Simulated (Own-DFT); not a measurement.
GaN (wurtzite, strained, atoms displaced), SiC (4H silicon carbide, atoms displaced) (calculated)

All values are calculated (Own-DFT development build). A calculation, not a measurement: plane-wave PBE density functional theory by an unreviewed code, no spin, of a simulated periodic cell, stress positive in tension, free energy of the whole cell less one offset for each atom, forces on such cells passed a denser k mesh, this cell's mesh not checked; offsets are fitted by least squares, one for each functional and potential file, so energies compare only between cells with the same atoms and settings and are not formation energies; the far tail of each file's local potential was reset to the Coulomb form; each entry is a single point on an unrelaxed cell, so the pressure reflects the starting lattice, mostly measured values (interpolated for alloys), from which strain is counted, and rises with the displacements; printed positions are rounded, which can move forces by about a meV/angstrom; the program, named Own-DFT, is a retired in-house code; no spin-orbit coupling.

Settings shared by all entries: functional PBE.

(1) GaN (wurtzite, strained, atoms displaced)

```
GaN
1.0
     12.7560     0.0000     0.0000
     -4.7835     8.2853     0.0000
      0.0000     0.0000    10.3182
Ga N Ga N Ga N Ga N Ga N Ga N Ga N Ga N Ga N Ga N Ga N Ga N Ga N Ga N Ga N Ga N Ga N Ga N Ga N Ga N Ga N Ga N Ga N Ga N
2 2 2 2 2 2 2 2 2 2 2 2 2 2 2 2 2 2 2 2 2 2 2 2 2 2 2 2 2 2 2 2 2 2 2 2 2 2 2 2 2 2 2 2 2 2 2 2
Direct
  0.09019 0.23182 0.99229
  0.16570 0.11243 0.25312
  0.08542 0.22546 0.19256
  0.16510 0.10759 0.43196
  0.08103 0.22661 0.50628
  0.16605 0.10901 0.75641
  0.08509 0.23098 0.68797
  0.17191 0.12381 0.93447
  0.08324 0.56238 0.99758
  0.17149 0.45065 0.24717
  0.08222 0.55011 0.17740
  0.16220 0.44844 0.43556
  0.07447 0.54393 0.49608
  0.17547 0.44947 0.76125
  0.09241 0.56440 0.66715
  0.16959 0.44301 0.94432
  0.08927 0.89012 0.00312
  0.17160 0.78840 0.25805
  0.08695 0.88867 0.18431
  0.16579 0.77443 0.43663
  0.08164 0.89427 0.50651
  0.17012 0.77506 0.74947
  0.08906 0.89349 0.68338
  0.16924 0.77251 0.94155
  0.33002 0.22410 0.01038
  0.42166 0.11938 0.24476
  0.33494 0.22780 0.19488
  0.41473 0.10597 0.44591
  0.33087 0.22388 0.49967
  0.42000 0.11435 0.75051
  0.33229 0.21665 0.68788
  0.41710 0.10499 0.94214
  0.33915 0.56165 0.00392
  0.41842 0.44397 0.26188
  0.33415 0.56169 0.18730
  0.41067 0.44262 0.43386
  0.33642 0.56574 0.50082
  0.41233 0.44315 0.74508
  0.33943 0.55840 0.68923
  0.41775 0.43778 0.94248
  0.34444 0.89689 0.99201
  0.41736 0.78776 0.25526
  0.33408 0.88564 0.17877
  0.41693 0.77560 0.44526
  0.34624 0.89665 0.51264
  0.41866 0.77196 0.74581
  0.33796 0.89743 0.68911
  0.42179 0.78662 0.93515
  0.57956 0.22264 0.00267
  0.67185 0.11744 0.25929
  0.58543 0.22517 0.19504
  0.66760 0.10863 0.43859
  0.58537 0.23603 0.50239
  0.66982 0.10645 0.75233
  0.58129 0.22308 0.68526
  0.66687 0.11505 0.94181
  0.58753 0.56571 0.99686
  0.66969 0.43440 0.25162
  0.58536 0.56267 0.18615
  0.66507 0.42712 0.43824
  0.58412 0.55758 0.49831
  0.66578 0.43149 0.75556
  0.58406 0.55795 0.68967
  0.66923 0.44275 0.94271
  0.58028 0.88419 0.00815
  0.66547 0.77666 0.24577
  0.57964 0.89183 0.19556
  0.66630 0.78942 0.43626
  0.58552 0.88935 0.51033
  0.66765 0.77716 0.74731
  0.58108 0.88694 0.68362
  0.66116 0.77111 0.93625
  0.83261 0.21988 0.99655
  0.91760 0.11913 0.25784
  0.82866 0.22062 0.19208
  0.91783 0.11822 0.43912
  0.83638 0.22739 0.50481
  0.91852 0.10960 0.74221
  0.83831 0.22715 0.69141
  0.91969 0.11686 0.94729
  0.83038 0.55409 0.00340
  0.91641 0.45186 0.25420
  0.83030 0.55532 0.18384
  0.91938 0.44937 0.43795
  0.84263 0.55893 0.50591
  0.91045 0.44958 0.75317
  0.83348 0.56250 0.69142
  0.90800 0.44152 0.93917
  0.83712 0.89649 0.00506
  0.91529 0.77341 0.24832
  0.82835 0.87827 0.18785
  0.90674 0.76612 0.43812
  0.82802 0.87841 0.49736
  0.92111 0.78593 0.76298
  0.83359 0.89416 0.68737
  0.92058 0.76639 0.93778
```

Settings of this run: potential files PseudoDojo norm-conserving, scalar-relativistic, standard set with the stringent files for Ga, wave cutoff 96 hartree, occupations Gaussian, smearing width 0.01 eV and k mesh 3 x 4 x 3 centred on Gamma.

Results for GaN (wurtzite, strained, atoms displaced): free energy of cell above offsets -3.639 eV; pressure 8.47 GPa; stress xx -4.79 GPa; stress yy -8.17 GPa; stress zz -12.44 GPa; stress yz 0.86 GPa; stress xz 0.23 GPa; stress xy -0.24 GPa.

Force:
```tsv
element	x (eV/Å)	y (eV/Å)	z (eV/Å)
Ga	-0.886	-1.555	2.332
Ga	-0.229	-0.112	-1.133
N	-0.13	-0.341	-0.977
N	-0.675	0.569	2.104
Ga	0.929	0.266	-1.754
Ga	0.235	0.515	-1.961
N	0.828	-0.521	1.176
N	0.206	-1.74	1.431
Ga	-0.118	-1.801	0.084
Ga	-0.749	-0.375	0.073
N	-0.736	0.737	2.17
N	1.819	-0.574	0.141
Ga	1.549	2.343	-1.608
Ga	-1.346	0.182	-1.893
N	-0.301	-0.739	5.285
N	-0.353	2.115	-0.767
Ga	-0.151	0.05	-0.893
Ga	0.631	-1.097	-1.532
N	-0.918	0.296	1.024
N	-0.146	0.651	1.44
Ga	0.834	-0.952	-2.291
Ga	-0.318	0.13	-0.479
N	-0.773	-0.389	2.446
N	-0.028	1.826	-1.504
Ga	1.117	0.049	-0.854
Ga	-0.468	-1.659	1.341
N	-0.024	-0.56	-0.13
N	-0.01	1.469	-1.357
Ga	0.344	-1.018	-0.055
Ga	-0.406	0.035	0.419
N	-0.549	0.816	0.126
N	-1.136	2.441	-0.794
Ga	0.23	-0.111	-0.313
Ga	-0.262	1.222	-3.767
N	1.022	0.127	0.948
N	0.643	0.553	3.182
Ga	-1.019	-2.023	-0.31
Ga	1.802	-0.801	1.275
N	-1.114	-0.484	-0.373
N	-0.515	1.023	-0.864
Ga	-1.273	-2.101	1.187
Ga	0.014	-0.999	-0.068
N	-0.507	1.282	1.149
N	0.314	1.405	-0.58
Ga	-1.793	-1.039	-2.2
Ga	-0.727	1.479	0.956
N	0.497	-1.142	1.857
N	0.614	-1.57	-0.472
Ga	0.92	0.103	0.363
Ga	-0.631	-1.045	-0.985
N	0.232	-1.035	-1.272
N	-0.33	0.648	1.931
Ga	0.276	-4.854	0.446
Ga	-0.841	0.453	-0.026
N	1.216	-0.609	1.023
N	-0.033	-1.011	-0.35
Ga	0.091	-2.561	0.796
Ga	-1.356	2.122	-0.015
N	0.302	-1.614	0.674
N	-0.211	5.413	-0.865
Ga	0.298	-0.123	-0.087
Ga	-0.742	1.763	-0.236
N	0.323	-0.85	-0.387
N	-1.162	0.023	-0.377
Ga	0.359	1.047	-0.396
Ga	-0.673	0.46	0.66
N	0.921	0.265	-0.51
N	0.821	-1.867	0.038
Ga	-0.59	0.792	-3.058
Ga	-0.23	0.001	0.389
N	0.771	0.378	2.611
N	0.667	2.603	-0.235
Ga	-0.438	0.58	1.22
Ga	0.403	-0.408	-1.635
N	0.902	0.89	-0.555
N	0.228	-1.138	1.187
Ga	-0.768	-0.588	-0.691
Ga	-0.229	0.988	1.468
N	-0.628	-0.128	0.055
N	0.55	-0.653	-1.727
Ga	0.382	-0.349	-0.535
Ga	1.051	-0.603	-1.661
N	0.598	-0.044	1.382
N	-1.356	-1.289	-0.106
Ga	-1.527	-0.873	-0.015
Ga	1.8	0.095	-0.257
N	-0.214	-0.027	0.019
N	1.47	0.329	-0.218
Ga	0.094	-0.884	-0.734
Ga	0.169	0.481	0.005
N	0.482	1.577	0.583
N	0.88	1.467	-0.325
Ga	-0.038	1.37	0.028
Ga	0.001	-0.28	-2.671
N	0.642	-0.898	0.113
N	-0.823	2.004	1.722
```

(2) SiC (4H silicon carbide, atoms displaced)

```
SiC
1.0
     12.3308     0.0000     0.0000
     -6.1654    10.6788     0.0000
      0.0000     0.0000    10.0681
Si C Si C Si C Si C Si C Si C Si C Si C Si C Si C Si C Si C Si C Si C Si C Si C Si C Si C Si C Si C Si C Si C Si C Si C Si C Si C Si C Si C Si C Si C Si C Si C
2 2 2 2 2 2 2 2 2 2 2 2 2 2 2 2 2 2 2 2 2 2 2 2 2 2 2 2 2 2 2 2 2 2 2 2 2 2 2 2 2 2 2 2 2 2 2 2 2 2 2 2 2 2 2 2 2 2 2 2 2 2 2 2
Direct
  0.99718 0.00052 0.40564
  0.07815 0.16475 0.15352
  0.00530 0.99965 0.09568
  0.07818 0.16702 0.34398
  0.00221 0.25263 0.40601
  0.08243 0.41723 0.15699
  0.99490 0.24612 0.08924
  0.08172 0.41277 0.34316
  0.99809 0.50169 0.40333
  0.08039 0.66358 0.15652
  0.00086 0.50066 0.09532
  0.08086 0.66535 0.34115
  0.99917 0.74983 0.40700
  0.08581 0.91998 0.15783
  0.99913 0.75209 0.09452
  0.08206 0.92114 0.33956
  0.24518 0.99783 0.40155
  0.33050 0.16141 0.15512
  0.24708 0.99817 0.09598
  0.33663 0.16815 0.34444
  0.24525 0.25002 0.40075
  0.33252 0.41257 0.15320
  0.24437 0.24625 0.09367
  0.33473 0.41596 0.34498
  0.25250 0.49872 0.40615
  0.33348 0.66616 0.15335
  0.25017 0.50455 0.09740
  0.33601 0.66884 0.34112
  0.25433 0.75523 0.41022
  0.33181 0.91461 0.15512
  0.25153 0.75008 0.09646
  0.33411 0.92061 0.34316
  0.49958 0.00373 0.40438
  0.58045 0.16478 0.15530
  0.50228 0.99954 0.08964
  0.57906 0.16530 0.34250
  0.50007 0.24846 0.40426
  0.58182 0.40963 0.15501
  0.50373 0.25127 0.08974
  0.58613 0.41802 0.34071
  0.49511 0.49819 0.41100
  0.58394 0.66289 0.16333
  0.49976 0.50037 0.08951
  0.58167 0.66550 0.34102
  0.50137 0.74806 0.40627
  0.58162 0.91655 0.15746
  0.49385 0.75027 0.09657
  0.58110 0.91472 0.35098
  0.75366 0.00145 0.41424
  0.83235 0.16664 0.15919
  0.75053 0.00038 0.08796
  0.83539 0.16613 0.34430
  0.74466 0.25066 0.40459
  0.83322 0.41651 0.16065
  0.74907 0.25238 0.08994
  0.83218 0.41869 0.34701
  0.75032 0.50085 0.40498
  0.83755 0.66557 0.15781
  0.75088 0.50007 0.09188
  0.83395 0.66200 0.34642
  0.74655 0.75166 0.40865
  0.83360 0.91956 0.15678
  0.74775 0.74615 0.09375
  0.83168 0.91433 0.34076
  0.00182 0.00065 0.90925
  0.91709 0.83432 0.64934
  0.00051 0.00010 0.58961
  0.91941 0.83537 0.84063
  0.00292 0.75041 0.90677
  0.91897 0.58481 0.65696
  0.99810 0.74908 0.59980
  0.91702 0.58322 0.84596
  0.99768 0.49896 0.90800
  0.91651 0.33328 0.65642
  0.99684 0.49708 0.59308
  0.91664 0.33584 0.84721
  0.99484 0.24832 0.91022
  0.92045 0.08454 0.65385
  0.99951 0.24994 0.59368
  0.91806 0.08155 0.84607
  0.74810 0.00369 0.90927
  0.66783 0.83167 0.65444
  0.74656 0.99859 0.59331
  0.66449 0.83272 0.84751
  0.75055 0.74956 0.90450
  0.66754 0.58335 0.65503
  0.75036 0.74356 0.59562
  0.67132 0.59318 0.83719
  0.75367 0.50063 0.90479
  0.66727 0.33043 0.65875
  0.75410 0.49874 0.59494
  0.67024 0.34093 0.84146
  0.75374 0.25396 0.90496
  0.66663 0.08516 0.65246
  0.75246 0.25064 0.59334
  0.66926 0.08531 0.84062
  0.50470 0.99849 0.90241
  0.42217 0.83538 0.66201
  0.50311 0.00063 0.59219
  0.41470 0.83432 0.84095
  0.49792 0.75126 0.91097
  0.41386 0.57990 0.65485
  0.49937 0.74907 0.59466
  0.41774 0.58429 0.84346
  0.49858 0.49606 0.90046
  0.41389 0.33419 0.65077
  0.49885 0.49906 0.59258
  0.41864 0.33547 0.84396
  0.50309 0.25346 0.90487
  0.41746 0.08070 0.65575
  0.50004 0.25156 0.59662
  0.41829 0.08154 0.84558
  0.24811 0.00175 0.90752
  0.16626 0.82993 0.65839
  0.24837 0.99801 0.59955
  0.16581 0.83125 0.84337
  0.25283 0.75237 0.90778
  0.16705 0.58306 0.65727
  0.24625 0.74747 0.59172
  0.16610 0.58452 0.84222
  0.24726 0.50124 0.90205
  0.16795 0.33420 0.64726
  0.25094 0.50029 0.58963
  0.17020 0.33296 0.84531
  0.24522 0.24605 0.90869
  0.16927 0.08940 0.65409
  0.24961 0.25165 0.58830
  0.17034 0.08623 0.84634
```

Here we set potential files PseudoDojo norm-conserving, scalar-relativistic, standard set, wave cutoff 42 hartree, occupations Fermi-Dirac, smearing width 0.1 eV, hardware one NVIDIA H200 and k mesh 3 x 3 x 3 centred on Gamma.

Results for SiC (4H silicon carbide, atoms displaced): free energy of cell above offsets -19.076 eV; pressure 3.7 GPa; stress xx -2.33 GPa; stress yy -3.81 GPa; stress zz -4.96 GPa; stress yz -0.12 GPa; stress xz -0.02 GPa; stress xy 0.04 GPa; wall time 540.1 s.

Force:
```tsv
element	x (eV/Å)	y (eV/Å)	z (eV/Å)
Si	0.24	0.076	-0.602
Si	0.339	0.215	0.466
C	-1.736	0.146	-0.269
C	0.798	-0.256	-0.523
Si	-1.007	-0.518	0.221
Si	0.531	-0.345	-0.293
C	0.226	0.907	1.611
C	-0.149	1.368	0.262
Si	0.909	-0.584	0.745
Si	0.264	1.219	-0.316
C	-0.369	-0.561	-0.122
C	0.597	0.892	0.899
Si	0.125	0.088	0.128
Si	-0.266	-1.289	-0.418
C	1.092	0.016	-0.122
C	0.173	-1.008	1.333
Si	0.599	0.897	1.453
Si	0.137	1.418	0.15
C	0.871	-0.011	-0.674
C	-1.298	-0.509	-0.375
Si	1.192	-0.41	0.117
Si	-0.378	1.141	0.059
C	0.678	0.068	0.43
C	-0.595	-0.279	-0.685
Si	-1.06	0.864	-1.114
Si	-0.561	0.298	1.293
C	0.331	-1.789	-1.193
C	-0.376	-0.483	0.864
Si	-0.131	-1.192	-1.543
Si	0.466	0.437	-0.059
C	-0.797	-0.284	-0.693
C	-0.086	-0.522	0.056
Si	0.64	-1.334	0.475
Si	0.7	0.208	-0.761
C	-0.748	0.007	0.56
C	0.779	0.397	-0.203
Si	-0.511	1.144	0.88
Si	-0.464	2.293	-0.206
C	-1.087	-1.374	0.402
C	-0.821	-0.539	0.89
Si	1.639	0.16	-1.554
Si	-0.76	0.44	-2.756
C	0.43	-0.923	0.523
C	0.295	-0.307	2.131
Si	-1.091	0.374	0.101
Si	0.595	-0.196	0.524
C	1.996	0.113	-0.25
C	0.51	1.006	-1.069
Si	-1.029	-0.399	-2.134
Si	-0.495	-0.198	-0.836
C	-0.486	0.187	2.178
C	-1.013	0.277	0.514
Si	1.516	-0.101	0.165
Si	-0.31	0.138	-1.006
C	0.408	-0.566	1.271
C	0.322	-0.843	-0.613
Si	-0.236	-0.401	0.982
Si	-1.571	-0.01	-0.145
C	0.142	-0.31	0.314
C	-0.989	1.639	-0.26
Si	1.354	-1.18	-0.745
Si	0.45	-1.254	-1.12
C	0.456	0.792	0.413
C	-0.288	0.608	1.204
Si	-0.004	-0.406	-0.668
Si	0.224	-0.133	1.73
C	0.048	0.298	0.305
C	-0.076	-0.035	0.364
Si	-0.982	0.009	-0.17
Si	-0.284	-0.709	0.264
C	0.759	0.43	-1.57
C	0.522	0.299	-0.212
Si	0.403	0.782	-0.096
Si	0.19	0.131	0.165
C	0.736	0.771	-0.076
C	0.538	-0.434	-0.833
Si	1.379	0.204	-1.848
Si	-0.959	-0.483	0.952
C	0.159	0.19	-0.198
C	-0.691	0.448	-0.421
Si	1.403	-1.116	-1.789
Si	-0.444	-0.232	1.173
C	1.355	0.31	0.999
C	0.009	0.696	-0.46
Si	-0.18	1.23	0.574
Si	0.607	-1.206	-0.026
C	-1.052	1.921	-1.185
C	0.229	-2.761	1.061
Si	-1.293	1.234	0.112
Si	-0.461	1.06	-0.838
C	-1.115	-0.109	-0.373
C	0.419	-1.701	0.627
Si	-1.192	-0.42	-0.035
Si	0.572	-0.169	0.494
C	-0.606	-0.404	-0.261
C	-0.31	0.543	0.071
Si	-1.194	0.744	0.403
Si	-0.965	-0.574	-2.151
C	-0.739	-0.086	0.061
C	0.875	-0.151	1.316
Si	0.77	-0.521	-0.77
Si	0.287	1.072	0.644
C	0.482	-0.372	-0.217
C	-0.652	-0.231	-0.023
Si	0.119	2.083	0.761
Si	0.909	-0.359	1.175
C	0.132	0.345	0.367
C	-0.587	-1.419	-0.633
Si	0.071	-0.671	-0.662
Si	-0.604	0.516	0.397
C	0.293	-0.634	-0.848
C	-0.206	0.452	0.04
Si	1.347	-0.654	-0.463
Si	-0.61	0.639	-0.181
C	-0.045	0.238	-1.428
C	0.402	0.645	0.796
Si	-0.793	-0.421	-0.01
Si	-0.486	-0.316	-0.845
C	1.126	0.658	1.023
C	-0.206	0.034	0.505
Si	1.207	-0.345	0.97
Si	-0.441	-0.062	2.021
C	-0.357	-0.101	0.563
C	-1.635	0.021	-0.773
Si	0.942	1.502	-0.377
Si	0.405	-1.394	0.545
C	0.024	-0.163	-0.146
C	-0.867	-0.57	-0.848
```
